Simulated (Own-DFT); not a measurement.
# Strain and stress in C40 NbSi2, 36 atoms (Nb12Si24)

These are calculations, not measurements. They come from Own-DFT, an in-house plane-wave density functional program, since retired, whose code no person has reviewed. Each row is one single-point run on a periodic cell that was not relaxed, without spin or spin-orbit coupling.

Settings of every run: PBE; PseudoDojo norm-conserving scalar-relativistic files; cutoff 42 hartree; 4 x 4 x 5 k mesh centred on Gamma; cold (Marzari-Vanderbilt) smearing of 0.2 eV.

Known limits: forces on such cells failed a check on a denser k mesh; stress not checked against mesh or cutoff.

Unstrained cell vectors in Å: (0.000, 8.324, 0.000); (-9.613, 0.000, 0.000); (0.000, 0.000, 6.586). The unstrained cell was taken from the Materials Project. The random moves and any unrelaxed bonds add to the pressure at no strain. Each run strains this cell uniformly, with the atoms carried along. Every atom was also moved at random, by a Gaussian of width 0.05 Å on each axis. Strain is the symmetric tensor, in per cent. Stress is positive in tension, and the pressure is minus a third of its trace.

```
run,e_xx (%),e_yy (%),e_zz (%),e_yz (%),e_xz (%),e_xy (%),s_xx (GPa),s_yy (GPa),s_zz (GPa),s_yz (GPa),s_xz (GPa),s_xy (GPa),P (GPa),E (meV/atom)
1,1.72,-1.30,1.83,-0.76,0.65,1.61,3.80,-4.49,4.64,-1.78,1.51,4.23,-1.32,9.7
2,1.68,1.54,-1.13,-1.00,-0.39,-1.20,3.15,3.23,-6.02,-2.87,-0.53,-2.94,-0.12,9.1
3,-0.45,0.32,1.94,-1.45,0.85,-1.41,-2.42,-0.07,4.08,-3.81,2.81,-3.83,-0.53,12.3
4,-1.94,-1.27,-1.44,-0.80,0.89,0.75,-13.00,-10.32,-14.39,-3.14,2.92,3.35,12.57,46.2
5,-0.23,-1.61,-1.24,-1.92,-1.35,0.16,-6.05,-9.15,-12.21,-6.24,-3.32,0.84,9.13,29.6
6,-0.47,-1.81,1.89,1.79,-1.56,0.55,-4.12,-8.06,1.75,5.40,-4.47,1.69,3.47,27.7
7,0.32,-1.09,1.96,-1.24,-0.71,1.20,-0.32,-4.38,4.12,-4.06,-1.71,3.27,0.19,5.2
8,2.00,-0.91,-0.33,-1.91,-1.78,-1.14,2.29,-3.87,-5.85,-5.87,-5.77,-4.08,2.48,36.7
9,-1.46,1.45,-0.79,0.48,-0.07,0.90,-7.59,1.36,-7.10,1.58,-0.27,3.07,4.44,5.4
10,-1.93,1.71,-1.90,1.90,-0.37,-0.30,-9.69,1.22,-13.63,5.93,-1.33,-1.02,7.37,19.1
11,-1.37,-0.37,0.96,-0.68,-0.09,1.62,-7.29,-4.04,-0.68,-1.89,-0.82,5.18,4.00,11.5
12,-0.31,0.11,1.95,0.21,1.84,0.14,-1.80,-0.61,3.85,0.50,5.11,0.14,-0.48,12.8
13,-0.91,0.12,0.23,0.06,-0.50,0.04,-6.06,-1.77,-2.81,0.85,-1.48,0.17,3.55,0.0
14,1.17,1.68,1.05,-0.25,-0.41,0.67,4.12,4.78,2.79,-1.77,-0.96,2.05,-3.89,0.5
15,1.90,-0.90,-1.51,-0.17,-0.35,1.82,2.08,-5.54,-9.51,-0.81,-1.40,4.99,4.32,13.1
16,0.12,0.90,1.62,1.84,0.11,0.41,?,?,?,?,?,?,?,?
```

E is the free energy for each atom above the lowest run shown.

## Worked fit

Each stress component was fitted by least squares to a constant and the strains of the runs shown, as fractions, with shears doubled. Shear strains stay in the fit of a normal stress only where such slopes are resolved. The slopes, in GPa:

```
stress,at no strain,per e_xx,per e_yy,per e_zz,scatter
s_xx,-2.9,357 ± 8,93 ± 10,102 ± 8,0.44
s_yy,-2.4,73 ± 9,362 ± 10,77 ± 8,0.45
s_zz,-4.3,91 ± 14,103 ± 16,455 ± 14,0.74
```

Each shear stress against twice its own strain: yz 155 ± 8, xz 143 ± 8, xy 148 ± 7 GPa. These are stiffnesses along x, y and z of the frame in which the cell vectors are given, which need not be the crystal's axes. The atoms are held to the strained lattice; where symmetry lets them move under strain, relaxing them would lower some slopes. The table should be nearly symmetric about its diagonal, and what it lacks of that shows the noise. A ninth of its sum, 190 ± 6 GPa, estimates the bulk modulus near the mean pressure of these runs, 3.0 GPa, so it lies above the value at zero pressure.

## Withheld run

Question: what normal stresses and pressure should run 16 give?

The fit gives s_xx = 0.0, s_yy = 2.2, s_zz = 4.1 and P = -2.1 GPa. The calculation gave -0.71, 2.24, 3.37 and P = -1.63 GPa.
